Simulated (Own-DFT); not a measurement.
# Computed records: SiC (twinned 3C silicon carbide, strained, atoms displaced), GaN (wurtzite, strained, atoms displaced)

Computed with Own-DFT development build. A calculation, not a measurement: plane-wave PBE density functional theory by an unreviewed code, no spin, of a simulated periodic cell, stress positive in tension, free energy of the whole cell less one offset for each atom, forces on such cells passed a denser k mesh, this cell's mesh not checked; offsets are fitted by least squares, one for each functional and potential file, so energies compare only between cells with the same atoms and settings and are not formation energies; the far tail of each file's local potential was reset to the Coulomb form; each entry is a single point on an unrelaxed cell, so the pressure reflects the starting lattice, mostly measured values (interpolated for alloys), from which strain is counted, and rises with the displacements; printed positions are rounded, which can move forces by about a meV/angstrom; the program, named Own-DFT, is a retired in-house code; no spin-orbit coupling.

Settings shared by all entries: functional PBE.

(1) SiC (twinned 3C silicon carbide, strained, atoms displaced)

```
cell vectors (Å)
   6.4946    -6.4820    -0.2063
   0.2062     6.4819    -6.4888
   8.6985     8.9567     8.6909
atoms (fractions of the cell vectors)
Si  0.99953  0.00023  0.43618
C   0.00115  0.00223  0.06155
Si  0.11643  0.22359  0.10281
C   0.11016  0.22288  0.23317
Si  0.21545  0.11397  0.26681
C   0.22324  0.11258  0.38915
Si  0.00454  0.33310  0.43326
C   0.99847  0.33085  0.06379
Si  0.11765  0.55801  0.10241
C   0.11011  0.55136  0.22773
Si  0.23028  0.43616  0.27469
C   0.22244  0.44201  0.39225
Si  0.00067  0.66677  0.43358
C   0.99406  0.66986  0.06404
Si  0.11400  0.88872  0.10747
C   0.11629  0.89459  0.22645
Si  0.21640  0.77109  0.27392
C   0.22149  0.77062  0.39721
Si  0.34043  0.99861  0.43722
C   0.33613  0.00106  0.05833
Si  0.43924  0.22503  0.09887
C   0.44199  0.22019  0.22331
Si  0.55966  0.11526  0.26758
C   0.55537  0.10609  0.40162
Si  0.34325  0.33545  0.44210
C   0.33605  0.33830  0.06379
Si  0.45034  0.55918  0.10113
C   0.43353  0.55465  0.22616
Si  0.55221  0.44630  0.27067
C   0.55647  0.43929  0.39287
Si  0.34156  0.67158  0.43582
C   0.33542  0.67192  0.06646
Si  0.43835  0.89076  0.10244
C   0.44013  0.88573  0.22882
Si  0.54835  0.77585  0.27131
C   0.55258  0.77662  0.39312
Si  0.66125  0.00271  0.44028
C   0.66680  0.99839  0.06298
Si  0.77833  0.22464  0.10564
C   0.77451  0.21609  0.23580
Si  0.89153  0.11457  0.26888
C   0.88735  0.10838  0.40215
Si  0.66611  0.32838  0.44124
C   0.67223  0.33237  0.06355
Si  0.77015  0.54851  0.09713
C   0.76894  0.55291  0.23194
Si  0.88007  0.44017  0.27660
C   0.88218  0.44612  0.39674
Si  0.66710  0.66302  0.43634
C   0.67201  0.67389  0.06395
Si  0.78192  0.89188  0.10937
C   0.77628  0.88489  0.22401
Si  0.89335  0.77662  0.27063
C   0.88823  0.78819  0.39179
Si  0.99953  0.99892  0.93781
C   0.00003  0.00427  0.56915
Si  0.89084  0.78351  0.60235
C   0.89401  0.77622  0.72745
Si  0.78042  0.88725  0.76943
C   0.77723  0.90183  0.89186
Si  0.00045  0.65926  0.93787
C   0.99461  0.65007  0.56496
Si  0.89505  0.43938  0.60241
C   0.88589  0.44481  0.72815
Si  0.78085  0.57190  0.76796
C   0.77333  0.55370  0.89042
Si  0.00119  0.34393  0.93750
C   0.99690  0.32927  0.55533
Si  0.89631  0.11709  0.60124
C   0.87734  0.10065  0.72787
Si  0.79733  0.22068  0.77192
C   0.76919  0.21983  0.89585
Si  0.66975  0.99907  0.93959
C   0.67195  0.00639  0.55886
Si  0.55457  0.78429  0.60503
C   0.55665  0.77196  0.73200
Si  0.44336  0.88501  0.76904
C   0.43955  0.89082  0.89275
Si  0.66490  0.67141  0.93648
C   0.65973  0.66364  0.56161
Si  0.55782  0.44495  0.60663
C   0.55812  0.44322  0.73170
Si  0.45898  0.56035  0.77140
C   0.44990  0.56423  0.89604
Si  0.67664  0.32993  0.93770
C   0.66249  0.33446  0.56483
Si  0.55739  0.12149  0.60614
C   0.56103  0.11492  0.72703
Si  0.45161  0.22994  0.77131
C   0.44687  0.23213  0.90327
Si  0.32974  0.99722  0.93110
C   0.33436  0.00169  0.55790
Si  0.21686  0.77925  0.59843
C   0.22070  0.78358  0.73418
Si  0.11718  0.89478  0.76909
C   0.10512  0.88909  0.88930
Si  0.33524  0.66046  0.94020
C   0.33452  0.67366  0.56268
Si  0.22864  0.45327  0.59961
C   0.20599  0.43615  0.72687
Si  0.11324  0.55288  0.76695
C   0.11330  0.56452  0.89879
Si  0.33603  0.33728  0.93388
C   0.32245  0.33018  0.55702
Si  0.22228  0.11103  0.60246
C   0.21724  0.10431  0.73107
Si  0.11701  0.23252  0.77602
C   0.11368  0.21790  0.89633
```

It was run with potential files PseudoDojo norm-conserving, scalar-relativistic, standard set, wave cutoff 42 hartree, occupations Fermi-Dirac, smearing width 0.1 eV and k mesh 4 x 4 x 2 centred on Gamma.

It finds free energy of cell above offsets -8.972 eV; pressure 2.47 GPa; stress xx 0.35 GPa; stress yy -5.67 GPa; stress zz -2.11 GPa; stress yz 5.03 GPa; stress xz -7.89 GPa; stress xy 4.85 GPa.

Force:
```tsv
element	x (eV/Å)	y (eV/Å)	z (eV/Å)
Si	1.465	-0.2	-0.042
C	0.523	0.356	0.327
Si	-0.212	0.659	0.497
C	-1.929	-0.203	-1.685
Si	2.204	-2.188	1.343
C	1.391	0.713	1.376
Si	-0.459	0.434	0.185
C	0.147	0.312	-1.028
Si	-0.623	1.414	1.226
C	0.232	0.897	0.863
Si	-2.386	1.219	-2.1
C	2.053	1.019	0.685
Si	0.359	0.994	0.917
C	0.242	-1.386	0.078
Si	-1.27	-1.048	-1.258
C	0.132	1.012	1.663
Si	-0.111	-1.312	-1.008
C	-0.294	0.984	-1.198
Si	-2.049	0.679	-0.58
C	-1.254	1.533	-0.438
Si	1.706	-1.795	1.429
C	0.41	1.194	-0.155
Si	-0.898	0.772	2.135
C	-1.794	0.393	-3.029
Si	-3.212	-1.696	-1.324
C	-1.481	0.44	-1.593
Si	0.449	1.007	0.742
C	1.859	-0.957	-0.029
Si	-0.865	-0.937	-0.026
C	0.68	1.269	0.188
Si	-0.718	-0.417	1.631
C	-1.054	-1.246	-0.557
Si	1.975	-0.893	0.545
C	-0.106	0.953	-0.847
Si	0.068	-1.55	-0.541
C	1.195	0.208	0.01
Si	1.098	-3.28	0.731
C	0.057	0.908	-0.162
Si	0.82	-1.059	1.478
C	-0.721	0	-2.446
Si	0.618	-0.31	2.557
C	-1.773	-0.219	-1.892
Si	-0.366	-0.069	-0.412
C	-1.831	0.852	-0.777
Si	2.74	1.059	0.583
C	0.029	-1.065	-0.926
Si	-0.392	-1.664	-1.604
C	0.884	-0.661	0.641
Si	-0.273	0.128	-0.341
C	-1.534	-0.097	-0.327
Si	-1.618	-1.699	-1.604
C	2.062	2.448	1.449
Si	-1.33	-0.15	-0.806
C	0.844	-0.531	1.999
Si	-0.367	-0.11	-0.095
C	-0.678	-3.017	-0.337
Si	-0.446	-0.54	1.565
C	-0.155	1.017	-1.84
Si	-0.12	0.221	-0.003
C	0.843	-1.897	1.925
Si	-0.958	3.137	-2.042
C	-0.222	0.899	-3.664
Si	-0.862	1.454	1.233
C	0.887	-0.72	0.161
Si	0.171	-2.184	3.021
C	1.52	0.691	0.482
Si	-0.185	-0.834	1.642
C	2.015	0.252	-0.149
Si	-0.897	1.609	0.896
C	2.037	-2.304	-1.293
Si	-2.83	3.905	-0.887
C	1.813	-3.089	-0.125
Si	-1.493	1.745	-0.616
C	0.85	1.573	1.731
Si	0.338	-0.658	-0.137
C	-0.449	-0.236	-1.631
Si	0.526	0.932	-0.765
C	1.303	-1.345	0.99
Si	1.471	-0.536	-0.365
C	0.953	-0.076	-0.407
Si	-0.998	0.635	-0.459
C	-0.482	-0.149	-1.438
Si	-2.057	1.388	0.987
C	-0.921	-0.985	0.943
Si	-1.749	3.295	-1.178
C	0.71	-0.927	-0.596
Si	-0.524	-1.517	1.111
C	0.628	0.459	1.025
Si	-0.286	-0.241	2.232
C	-0.665	-3.285	-0.067
Si	0.353	1.655	-0.082
C	0.629	0.933	0.782
Si	1.225	1.035	0.945
C	-0.836	-3.442	-0.191
Si	-1.01	0.806	1.276
C	1.268	0.455	1.435
Si	-0.408	2.149	-2.052
C	0.145	-0.823	0.048
Si	-1.131	0.807	1.361
C	2.436	-2.043	-1.629
Si	-0.337	3.13	-0.688
C	-0.161	-3.324	0.782
Si	0.523	1.637	0.575
C	3.36	0.736	1.401
Si	0.407	0.59	0.458
C	1.157	0.317	-3.211
Si	-2.245	-2.212	1.519
C	0.216	1.808	-1.124
```

(2) GaN (wurtzite, strained, atoms displaced)

```
cell vectors (Å)
  12.7560     0.0000     0.0000
  -4.7835     8.2853     0.0000
   0.0000     0.0000    10.1626
atoms (fractions of the cell vectors)
Ga  0.07720  0.21606  0.99030
Ga  0.16109  0.11147  0.24368
N   0.08631  0.22680  0.18749
N   0.17169  0.11044  0.44607
Ga  0.08023  0.21693  0.49735
Ga  0.17229  0.10896  0.75160
N   0.08065  0.21609  0.70165
N   0.16899  0.11003  0.94212
Ga  0.07875  0.54818  0.00306
Ga  0.16603  0.44032  0.25155
N   0.08754  0.56356  0.19361
N   0.16381  0.44270  0.43792
Ga  0.07705  0.55796  0.49522
Ga  0.17370  0.44927  0.74574
N   0.07787  0.54926  0.69358
N   0.16475  0.44249  0.92833
Ga  0.07895  0.88396  0.00193
Ga  0.16805  0.77669  0.24495
N   0.08313  0.88496  0.18197
N   0.15702  0.77388  0.45664
Ga  0.08310  0.88999  0.49624
Ga  0.16361  0.77833  0.75481
N   0.08424  0.88540  0.68854
N   0.16508  0.77063  0.94174
Ga  0.33062  0.21293  0.99663
Ga  0.42296  0.10420  0.25232
N   0.32723  0.21770  0.18582
N   0.41374  0.10737  0.43608
Ga  0.32854  0.22410  0.49497
Ga  0.42362  0.11546  0.75747
N   0.33716  0.22849  0.68555
N   0.41432  0.11402  0.92784
Ga  0.33108  0.54624  0.00170
Ga  0.41536  0.44245  0.25046
N   0.33553  0.54921  0.18686
N   0.41727  0.44312  0.43933
Ga  0.33448  0.55224  0.50253
Ga  0.41431  0.43580  0.73856
N   0.32788  0.54977  0.69049
N   0.42336  0.44522  0.93406
Ga  0.34364  0.88927  0.00193
Ga  0.41081  0.77934  0.24367
N   0.33029  0.89335  0.19645
N   0.42532  0.78855  0.43980
Ga  0.33180  0.88290  0.50318
Ga  0.41924  0.76925  0.74946
N   0.33580  0.88919  0.69554
N   0.41782  0.77892  0.93595
Ga  0.57942  0.23350  0.00226
Ga  0.66763  0.10508  0.24988
N   0.58561  0.22650  0.19199
N   0.67288  0.11036  0.43197
Ga  0.58489  0.21737  0.49929
Ga  0.66210  0.11030  0.74736
N   0.58405  0.21852  0.68072
N   0.65708  0.10683  0.94237
Ga  0.58803  0.56606  0.99914
Ga  0.67106  0.44730  0.24483
N   0.58577  0.55130  0.18281
N   0.67084  0.44756  0.43479
Ga  0.57722  0.55216  0.49585
Ga  0.66704  0.45225  0.73979
N   0.58329  0.55878  0.70137
N   0.66557  0.44449  0.93142
Ga  0.58747  0.89159  0.99889
Ga  0.65920  0.77176  0.24933
N   0.57539  0.88273  0.18799
N   0.67223  0.78771  0.43657
Ga  0.58973  0.89472  0.50306
Ga  0.66969  0.78353  0.74552
N   0.57881  0.88122  0.68840
N   0.66910  0.78054  0.94389
Ga  0.83343  0.21998  0.00092
Ga  0.92200  0.11613  0.25055
N   0.83109  0.22857  0.18743
N   0.91089  0.10883  0.43340
Ga  0.83592  0.21100  0.50094
Ga  0.92092  0.11291  0.74593
N   0.82812  0.21088  0.69147
N   0.91454  0.10756  0.93727
Ga  0.82799  0.55048  0.99613
Ga  0.92130  0.45017  0.24685
N   0.82839  0.54889  0.18763
N   0.91511  0.44641  0.43286
Ga  0.83426  0.55040  0.49785
Ga  0.92232  0.44923  0.75112
N   0.83033  0.55461  0.69996
N   0.92355  0.44374  0.93856
Ga  0.83173  0.88982  0.99454
Ga  0.91636  0.77395  0.24835
N   0.83438  0.89724  0.18263
N   0.91837  0.78049  0.44656
Ga  0.82077  0.87998  0.49281
Ga  0.91399  0.77214  0.75130
N   0.83830  0.89060  0.69351
N   0.92289  0.77730  0.94158
```

It was run with potential files PseudoDojo norm-conserving, scalar-relativistic, standard set with the stringent files for Ga, wave cutoff 96 hartree, occupations Gaussian, smearing width 0.01 eV and k mesh 3 x 4 x 3 centred on Gamma.

Questions
1. What stress yy does the calculation give for GaN (wurtzite, strained, atoms displaced) (entry 2)?

## Answers
1. -8.21 GPa

Further results for GaN (wurtzite, strained, atoms displaced) (entry 2):

* free energy of cell above offsets: -3.391 eV
* pressure: 11.11 GPa
* stress xx: -10.14 GPa
* stress zz: -14.97 GPa
* stress yz: -0.36 GPa
* stress xz: 0.1 GPa
* stress xy: -1.62 GPa

Force:
```tsv
element	x (eV/Å)	y (eV/Å)	z (eV/Å)
Ga	1.071	0.92	0.305
Ga	1.529	-0.672	0.644
N	-0.873	-0.34	-0.615
N	-2.512	-0.234	-1.908
Ga	0.127	0.068	1.143
Ga	-0.712	-0.385	-0.262
N	1.548	1.131	-2.206
N	-0.936	-0.567	-0.386
Ga	1.564	1.089	-0.523
Ga	0.189	0.952	-0.459
N	0.544	-1.618	-0.469
N	0.313	0.118	0.803
Ga	0.89	-1.17	1.419
Ga	-2.631	-1.464	-0.002
N	1.506	0.988	-1.493
N	0.351	-0.116	2.475
Ga	1.76	0.547	-1.427
Ga	-1.201	0.941	1.631
N	-0.444	0.278	2.519
N	2.349	0.712	-2.85
Ga	-0.635	0.362	1.375
Ga	1.139	-0.404	-0.495
N	-0.812	0.531	0.334
N	0.42	0.818	0.883
Ga	-0.197	1.768	0.54
Ga	-1.707	1.935	-0.066
N	1.148	0.159	0.765
N	0.242	0.334	1.127
Ga	2.501	-0.529	0.62
Ga	-0.469	-0.699	-4.513
N	0.33	-2.116	-0.363
N	0.913	-0.66	4.518
Ga	0.221	0.131	-1.56
Ga	0.949	-0.829	-1.066
N	-1.369	0.963	0.844
N	-0.634	0.287	-0.227
Ga	-0.997	1.086	-0.862
Ga	-0.205	1.839	2.299
N	2.173	0.854	-1.049
N	-0.973	-0.411	0.226
Ga	-2.253	0.052	-0.788
Ga	0.995	-0.965	1.195
N	0.983	-0.828	-1.639
N	-0.511	-1.673	-0.371
Ga	-0.51	0.594	0.522
Ga	-1.69	0.532	-0.007
N	0.014	-0.237	-0.289
N	1.028	-1	0.963
Ga	0.833	-1.024	-0.327
Ga	-0.438	0.487	-1.194
N	0.205	-0.82	-0.438
N	-0.629	0.148	1.616
Ga	-0.503	0.205	-1.707
Ga	0.677	-0.353	0.992
N	-0.471	1.007	1.29
N	0.628	1.31	-0.566
Ga	-0.219	-1.548	-1.11
Ga	-0.922	-0.665	0.902
N	-0.905	0.379	1.563
N	-0.99	-0.328	0.853
Ga	1.938	0.757	0.89
Ga	0.326	-1.702	0.922
N	-0.558	0.387	-2.673
N	-0.161	0.444	0.473
Ga	-0.787	-0.507	-0.019
Ga	0.811	0.664	-1.022
N	0.62	0.391	0.088
N	-2.839	-2.889	-0.491
Ga	-0.86	-0.113	-0.797
Ga	0.367	-0.077	1.074
N	0.796	0.953	0.161
N	-0.369	0.39	-1.395
Ga	-0.789	0.003	-0.774
Ga	-1.15	-0.253	-1.498
N	1.264	-0.455	0.348
N	2.233	-0.767	0.805
Ga	-1.989	2.071	0.339
Ga	-1.182	-0.669	0.745
N	0.063	1.088	-0.385
N	-0.486	0.168	-0.056
Ga	1.045	0.217	-0.202
Ga	-0.748	-0.608	-0.206
N	1.316	1.337	-0.514
N	0.475	-1.237	0.9
Ga	-0.601	0.862	0.88
Ga	-1.329	-1.588	0.084
N	1.216	-0.382	-1.887
N	-2.146	-0.831	0.456
Ga	1.243	-0.185	0.376
Ga	-0.662	0.442	0.066
N	0.151	-0.989	1.295
N	-0.89	-0.495	-1.325
Ga	4.232	1.747	1.889
Ga	0.819	1.179	-0.095
N	-0.974	-0.451	-1.187
N	-2.189	-0.767	-0.393
```
